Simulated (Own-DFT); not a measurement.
# Computed records: SiC (2H silicon carbide, atoms displaced), SiC (4H silicon carbide, strained, atoms displaced)

All values are calculated (Own-DFT development build). A calculation, not a measurement: plane-wave PBE density functional theory by an unreviewed code, no spin, of a simulated periodic cell, stress positive in tension, free energy of the whole cell less one offset for each atom, forces on such cells passed a denser k mesh, this cell's mesh not checked; offsets are fitted by least squares, one for each functional and potential file, so energies compare only between cells with the same atoms and settings and are not formation energies; the far tail of each file's local potential was reset to the Coulomb form; each entry is a single point on an unrelaxed cell, so the pressure reflects the starting lattice, mostly measured values (interpolated for alloys), from which strain is counted, and rises with the displacements; printed positions are rounded, which can move forces by about a meV/angstrom; the program, named Own-DFT, is a retired in-house code; no spin-orbit coupling.

Settings shared by all entries: functional PBE; potential files PseudoDojo norm-conserving, scalar-relativistic, standard set; wave cutoff 42 hartree; occupations Fermi-Dirac; smearing width 0.1 eV; hardware one NVIDIA H100; k mesh 4 x 4 x 3 centred on Gamma.

(1) 
```xyz
72
Lattice="9.2481 0.0000 0.0000 -4.6241 8.0091 0.0000 0.0000 0.0000 10.0681" Properties=species:S:1:pos:R:3:force_x:R:1:force_y:R:1:force_z:R:1 formula=SiC free_energy_of_cell_above_offsets=-2.553 pressure=6.51 stress_xx=-7.1 stress_yy=-3.22 stress_zz=-9.21 stress_yz=0.26 stress_xz=-1.04 stress_xy=1.09 wall_time=356.1
Si     4.5021     7.9909    10.0241      2.957      0.868      0.886
Si    -0.0720     1.8860     2.4623      0.023     -2.339       0.38
C     -4.5702     7.9532     1.8267      -2.06      2.061      0.145
C     -0.0897     1.8039     4.3773      2.848     -0.041      -0.43
Si    -0.0094     0.0933     5.0760      0.271     -2.403     -3.526
Si    -0.0043     1.8308     7.4814      3.602     -2.702      1.981
C      4.6160     7.9313     6.8223      0.917      1.823      3.483
C      0.0739     1.8032     9.4640     -0.439     -0.629      -1.47
Si    -1.4944     2.6092     9.9423     -0.815      1.976      1.864
Si    -1.5847     4.4803     2.5123      0.258     -0.574      1.141
C     -1.5529     2.7641     1.8242     -0.866      -1.86      0.021
C     -1.4297     4.4670     4.4830     -3.846     -1.327     -1.645
Si    -1.4700     2.6896     5.0286     -2.242        0.7       1.23
Si    -1.6083     4.5059     7.5298      4.216     -2.063      1.073
C     -1.4027     2.6311     6.9916     -4.931      2.566     -1.663
C     -1.5673     4.4917     9.5144      1.058     -1.814     -2.777
Si    -3.0085     5.3215     0.0243     -2.783      0.956      1.435
Si    -3.0910     7.1447     2.4474      0.863     -0.706       1.43
C      6.1043     5.3091     2.0358      0.379      0.735     -2.465
C     -3.0428     7.1799     4.3726     -1.012     -0.184      0.491
Si     6.1194     5.2915     5.0074      2.096      2.037      0.233
Si    -3.0835     7.0908     7.5617     -0.032      0.896     -0.012
C     -2.9706     5.3702     6.9691     -4.579     -0.208      -1.78
C     -3.0947     7.1716     9.5019     -2.039      -2.12     -2.232
Si    -1.6417     7.9384     0.0392      3.269      2.186      -4.29
Si     2.9798     1.8587     2.5753      2.846      -3.03     -2.255
C     -1.5806     7.9744     1.7096      1.043      0.743      6.286
C      3.1012     1.8058     4.4075     -1.261     -0.439     -0.296
Si     3.1049     0.0434     5.0755     -0.275     -1.269     -2.722
Si     3.1029     1.7164     7.5670      0.239      0.422     -1.592
C     -1.5354     7.8991     6.8474     -1.191      2.331      2.106
C      3.0987     1.7986     9.3527      0.826     -1.144      2.153
Si     1.6646     2.7372     9.9417     -1.708     -1.039        1.8
Si     1.6851     4.3330     2.5454     -3.317      2.347     -0.996
C      1.5140     2.5909     1.9458      0.137      1.884     -1.972
C      1.5385     4.4989     4.4280      -0.44      -1.29     -0.819
Si     1.6209     2.7320     4.9868     -2.309     -0.796      1.446
Si     1.5228     4.4080     7.5292      1.052      1.832     -0.316
C      1.6000     2.6677     6.9549     -0.556     -0.728      -1.55
C      1.6185     4.5011     9.3895     -1.813     -0.961      0.278
Si    -0.0261     5.3375     9.9388      1.592     -0.292        2.8
Si    -0.0051     7.0937     2.4671     -0.237     -0.424     -1.064
C     -0.0591     5.2278     1.9500      2.636      1.817     -1.841
C     -0.0639     7.1532     4.2858      1.275      0.299      2.204
Si    -0.0479     5.3801     5.0022      1.976      1.554      0.308
Si    -0.0679     7.1273     7.4992      2.816     -1.124      0.342
C      0.0471     5.3692     6.8691     -1.245     -0.956      0.869
C      0.0837     7.0624     9.3600     -1.698      1.716      0.937
Si     6.2393     0.0173    10.0168     -2.603      0.174      0.981
Si     6.2148     1.7341     2.5683       -0.7       1.35     -0.859
C      1.6290     7.9935     1.9200      -1.92      0.601     -1.715
C      6.1487     1.8080     4.4784      0.609      0.216     -0.952
Si     1.6529     7.9903     4.9877     -3.141      0.411      0.433
Si     6.1812     1.8005     7.6220     -0.367     -0.908     -4.304
C      1.5364     7.8857     6.8688      0.072      2.599      0.826
C      6.1263     1.8289     9.3745      1.228     -0.945      2.562
Si     4.6343     2.7352    10.0530     -0.627     -1.992     -0.068
Si     4.5760     4.4283     2.5824      0.327      0.211     -5.183
C      4.5867     2.6677     1.8323      0.074     -0.255      1.857
C      4.6420     4.4852     4.2721     -1.698     -0.646      5.207
Si     4.5289     2.7242     4.9268      3.087     -0.161      2.654
Si     4.6147     4.5132     7.6496      0.086      -1.13     -3.631
C      4.5832     2.6676     6.9290      1.007      0.858     -0.731
C      4.6385     4.4085     9.3948      0.496      2.116      2.747
Si     3.0938     5.3143    10.0597      0.598      0.235     -1.023
Si     3.1183     7.1291     2.4089      0.637     -0.982      2.129
C      3.0576     5.3480     1.7852      0.713     -0.806      2.279
C      3.0530     7.0636     4.3959      1.995      0.453      -1.29
Si     2.9968     5.3072     5.0218      2.667       1.83      1.448
Si     3.1118     7.1749     7.5475     -1.433     -1.107     -0.288
C      3.0903     5.4139     6.9928      0.197     -1.693     -1.269
C      3.0419     7.0867     9.4622        1.2      0.284     -1.417
```

Units: free_energy_of_cell_above_offsets in eV; pressure, stress_xx, stress_yy, stress_zz, stress_yz, stress_xz, stress_xy in GPa; wall_time in s; force_x, force_y, force_z in eV/Å.

(2) 
```xyz
72
Lattice="9.2210 -0.0123 -0.1270 -4.6211 8.0979 -0.0476 -0.1382 -0.1397 10.1312" Properties=species:S:1:pos:R:3:force_x:R:1:force_y:R:1:force_z:R:1 formula=SiC free_energy_of_cell_above_offsets=-6.235 pressure=1.92 stress_xx=-5.26 stress_yy=1.61 stress_zz=-2.11 stress_yz=-4.34 stress_xz=-4.46 stress_xy=0.4 wall_time=356.2
Si     4.5103     7.9434     3.9291      1.895        1.9     -0.269
Si    -0.0357     1.8664     1.5221      0.187     -1.503      0.297
C      0.0622     0.0105     0.9637     -1.956      0.238      0.454
C     -0.0619     1.7158     3.4054      1.101     -0.146      0.311
Si    -1.4901     2.6423     4.0617      -2.37      1.398      0.974
Si    -1.5991     4.4747     1.5588      0.403       1.12     -0.481
C      7.6526     2.7008     0.7279      0.066     -0.488      0.903
C     -1.5815     4.5599     3.4528     -1.088     -2.449     -0.638
Si     5.9997     5.3859     3.9422      2.057     -0.693     -0.413
Si    -3.0409     7.2124     1.5185     -0.469     -1.114      0.131
C      6.0471     5.3830     0.6943      1.198      0.152      2.266
C     -3.0450     7.1534     3.4219     -2.444      0.173     -0.353
Si     2.9867     0.0104     4.1398      1.991     -2.228     -0.778
Si     3.0315     1.7694     1.5563      0.947     -0.787     -0.125
C     -1.5074     8.0368     0.8826     -0.542      1.306     -0.862
C      3.0638     1.7430     3.5365     -0.452     -0.725     -2.497
Si     1.5787     2.5913     4.0191     -2.884      1.637      1.349
Si     1.5876     4.5293     1.4824     -2.847     -1.948      0.808
C      1.5221     2.6329     0.9317      0.387      1.702     -0.575
C      1.5495     4.4582     3.3920     -0.895     -0.858      0.145
Si    -0.0332     5.3333     4.0535      0.183      0.875     -0.136
Si    -0.0086     7.1531     1.4269      0.005     -0.474      2.486
C     -0.0128     5.3775     0.8759      -0.57     -0.452     -0.553
C     -0.0832     7.1216     3.4209      1.078      1.143     -0.364
Si     6.1581    -0.0263     4.1053     -2.583     -0.541     -0.844
Si     6.2136     1.7649     1.4528     -1.965     -0.367      1.203
C      1.5348     8.0182     0.8342     -0.769      2.356     -1.228
C      6.0208     1.7515     3.4242      2.635     -0.098     -1.121
Si     4.5324     2.6564     3.9546       1.29      0.557       2.09
Si     4.6088     4.4561     1.5004     -0.858      0.218     -2.108
C      4.5913     2.6661     0.8587      0.376     -0.336      1.096
C      4.5046     4.4124     3.3039      1.007      0.551      1.242
Si     3.0520     5.3224     3.9974     -1.074      0.713      0.615
Si     2.9939     7.2400     1.4395      2.548     -2.134       0.66
C      3.0102     5.3294     0.8714       2.91      2.063     -0.752
C      2.9926     7.1562     3.3629      0.065     -1.006     -0.424
Si     4.4288     7.9380     9.0891      1.726      0.438     -2.149
Si     4.4457     6.1788     6.5745      1.812      0.924     -2.912
C     -0.0568    -0.0150     5.9650     -0.841     -1.583      0.698
C      4.6002     6.1675     8.3361     -1.866      0.261       2.95
Si     6.0245     5.2094     9.0068       0.42      1.615     -0.334
Si     6.0460     3.4934     6.4887      0.604      1.844      0.311
C      5.9796     5.3528     5.7548      0.737     -0.302      2.871
C      6.0537     3.5012     8.4569      -1.51     -1.459     -1.453
Si     7.4214     2.4802     8.9950      3.656      1.235     -0.459
Si     7.6082     0.8408     6.4560      0.558      0.425      0.134
C     -1.6392     2.6670     6.0201       0.46     -0.904     -1.098
C      7.6191     0.7678     8.3032     -1.203     -0.572      2.577
Si     6.0200    -0.0784     9.0958      1.221     -2.522     -0.667
Si     1.5967     6.2807     6.5615     -3.836     -1.364       0.67
C      6.0554    -0.0595     6.0015      0.687      0.286      -1.15
C      1.4017     6.1228     8.4483      0.585      1.149      0.608
Si     3.0132     5.2319     9.1284     -1.138        0.4     -1.354
Si     2.9958     3.4838     6.5443     -0.984      0.536      0.847
C      2.9690     5.2901     5.9534      0.846     -0.239     -1.701
C      2.9781     3.4857     8.4214      0.295     -0.927       1.57
Si     4.5090     2.4804     9.1577      -1.02       2.05     -1.614
Si     4.5138     0.8693     6.5457      0.329     -0.474      0.998
C      4.5296     2.6824     5.9627     -0.321     -1.567     -1.745
C      4.4999     0.7406     8.5253     -0.099      0.822     -1.134
Si    -1.6394     7.9503     9.0783     -0.983      1.184      1.011
Si    -1.5705     6.2366     6.6294     -1.046     -1.172     -2.167
C     -1.5623     7.9602     5.9213     -1.019      1.368       1.12
C     -1.6217     6.2326     8.4780     -2.501     -0.473     -0.257
Si    -0.2833     5.2910     9.0807       4.59      -1.89      0.836
Si    -0.0898     3.5090     6.6306       0.48       0.29     -0.827
C     -0.1409     5.2750     5.9045      1.778      0.586      1.217
C     -0.1220     3.4747     8.4715     -1.054     -0.171      1.502
Si     1.4108     2.5633     9.1405      0.152      1.021     -0.399
Si     1.4763     0.7643     6.6510      0.153      0.921     -0.232
C      1.4639     2.5780     5.9716      0.036     -0.077     -0.688
C      1.4391     0.8139     8.5545     -0.269     -1.417     -0.093
```

Units: free_energy_of_cell_above_offsets in eV; pressure, stress_xx, stress_yy, stress_zz, stress_yz, stress_xz, stress_xy in GPa; wall_time in s; force_x, force_y, force_z in eV/Å.

(3) 
```xyz
72
Lattice="9.2028 0.0864 -0.1053 -4.5266 8.0673 0.1892 -0.1147 0.1716 10.0387" Properties=species:S:1:pos:R:3:force_x:R:1:force_y:R:1:force_z:R:1 formula=SiC free_energy_of_cell_above_offsets=-4.569 pressure=4.75 stress_xx=-8.13 stress_yy=1.25 stress_zz=-7.36 stress_yz=5.23 stress_xz=-3.93 stress_xy=4.41 wall_time=340.8
Si     4.6287     8.1765     4.1518      0.332      1.091     -0.849
Si    -0.0335     1.8845     1.5872      1.955     -2.208     -0.132
C      4.7065     8.0917     1.0487      -3.03       2.42      -1.78
C      0.0427     1.8853     3.4283     -1.631     -0.606      1.251
Si     7.6051     2.8355     4.0108      0.768       0.65      0.684
Si    -1.5927     4.6451     1.6002      2.254     -2.439      2.169
C      7.6874     2.7703     0.8948      0.295      2.253     -0.853
C     -1.5459     4.6128     3.5505      1.088     -1.542     -0.894
Si     6.1457     5.4758     3.9778     -1.214      0.915      2.453
Si    -3.1021     7.1845     1.7882      2.633     -0.521     -1.869
C     -3.0246     5.4178     0.9860     -2.427        0.5      2.383
C     -3.1329     7.1592     3.5388       1.31        0.9      2.705
Si     3.0914     0.1310     3.9967     -4.115     -0.496      2.257
Si     3.0931     1.8889     1.5630     -0.081     -1.905     -0.478
C     -1.4894     8.0171     1.2316     -0.841      1.995     -2.536
C      3.0994     1.8587     3.4533     -2.294      0.706     -0.676
Si     1.5278     2.7696     4.0627      0.551      1.028      0.425
Si     1.5787     4.4724     1.5436     -0.771      1.506      0.879
C      1.5322     2.6943     0.9193      0.187      0.729     -0.297
C      1.5888     4.6162     3.4593     -0.971      -0.62      0.574
Si    -0.0056     5.5059     4.2377     -0.005     -0.068      -4.86
Si     0.0756     7.2764     1.7083     -0.685     -1.302     -0.154
C     -0.0263     5.4310     1.1187       1.52      0.072         -2
C     -0.0836     7.3517     3.5628      4.336     -2.656      0.343
Si     1.5406     8.1318     4.1960      0.089      2.123     -0.198
Si     6.2459     1.9411     1.4739     -2.895     -2.244      2.211
C      1.5368     8.1221     1.0144        1.7      1.227      0.145
C      6.0533     1.9827     3.4703      1.205      -1.78     -1.321
Si     4.4840     2.8076     4.0161      2.278      0.839      1.644
Si     4.5892     4.5944     1.6458      0.578     -0.306     -2.651
C      4.6615     2.7541     0.9980      -0.54      0.923     -1.339
C      4.6086     4.5709     3.4216     -1.025      0.831      1.917
Si     3.0397     5.5511     4.1559      0.781     -0.878     -0.417
Si     3.0874     7.2359     1.6114      0.418       1.17      0.693
C      3.0937     5.5258     0.9566      -0.17       -1.9      0.757
C      3.0965     7.3122     3.5564     -0.715     -0.199     -0.784
Si    -4.5891     8.1855     9.2131      -0.87     -1.067      2.311
Si     4.5757     6.4920     6.6222     -0.055     -0.633      0.168
C      0.0179     0.1088     5.8911     -2.049      0.295       2.05
C      4.6062     6.4086     8.5528     -1.672      2.606     -1.431
Si    -3.1181     5.5367     9.2674      0.423      -0.13     -1.697
Si     6.1107     3.8631     6.5655     -1.265     -1.678      0.216
C      6.0172     5.5320     5.9423      1.743      1.291     -0.707
C      6.0455     3.9198     8.4655      1.013     -2.215      0.192
Si     7.5560     2.8892     9.0811      0.418      1.022     -1.363
Si     7.5047     1.0765     6.6337      2.809      1.565     -3.236
C     -1.5955     2.8642     6.0610      0.365     -1.355     -0.629
C      7.5691     1.0908     8.4192      0.185      0.352       0.97
Si     1.5255     8.2520     9.1422     -1.388      0.238      1.688
Si     1.5581     6.5239     6.6365     -1.885     -1.343      1.712
C      6.1609     0.1613     5.8948     -2.604      0.796     -0.564
C      1.3866     6.5268     8.5875      1.624     -1.744     -1.206
Si     3.0459     5.6058     9.1700     -1.103      0.408     -0.826
Si     3.0180     3.7462     6.6155      0.662      1.079      0.832
C      2.9429     5.5621     6.0515      2.506     -0.389     -0.766
C      3.0656     3.8510     8.5693     -1.618     -1.294     -1.334
Si     4.5731     2.9175     9.1055     -0.544     -0.575      0.152
Si     4.4803     1.1175     6.5659      0.304     -1.537     -1.013
C      4.5174     2.8573     5.9603      0.636       0.63     -0.585
C      4.5116     1.0425     8.3843      -0.65      1.421      1.625
Si    -1.6239     8.1727     9.2303      1.901      1.668      2.069
Si    -1.4700     6.2875     6.7423     -2.811      1.933     -1.199
C     -1.5777     8.1305     6.1859      1.526      0.548     -1.539
C     -1.6473     6.4883     8.5987      0.712     -2.243     -0.357
Si    -0.1270     5.5632     9.1788      0.807     -0.021      1.068
Si    -0.0252     3.7450     6.5776     -0.127     -0.492      0.346
C      0.0004     5.5233     5.9512        0.6      0.139       3.94
C     -0.0560     3.7228     8.4739     -1.993      1.451      0.215
Si     1.4154     2.9084     9.0181      2.394     -1.116      2.002
Si     1.4616     1.0128     6.6089      0.356      0.464     -0.269
C      1.5395     2.8984     5.9733     -1.184     -1.976      -0.01
C      1.4241     1.0258     8.5589     -0.033      1.696     -2.225
```

Units: free_energy_of_cell_above_offsets in eV; pressure, stress_xx, stress_yy, stress_zz, stress_yz, stress_xz, stress_xy in GPa; wall_time in s; force_x, force_y, force_z in eV/Å.
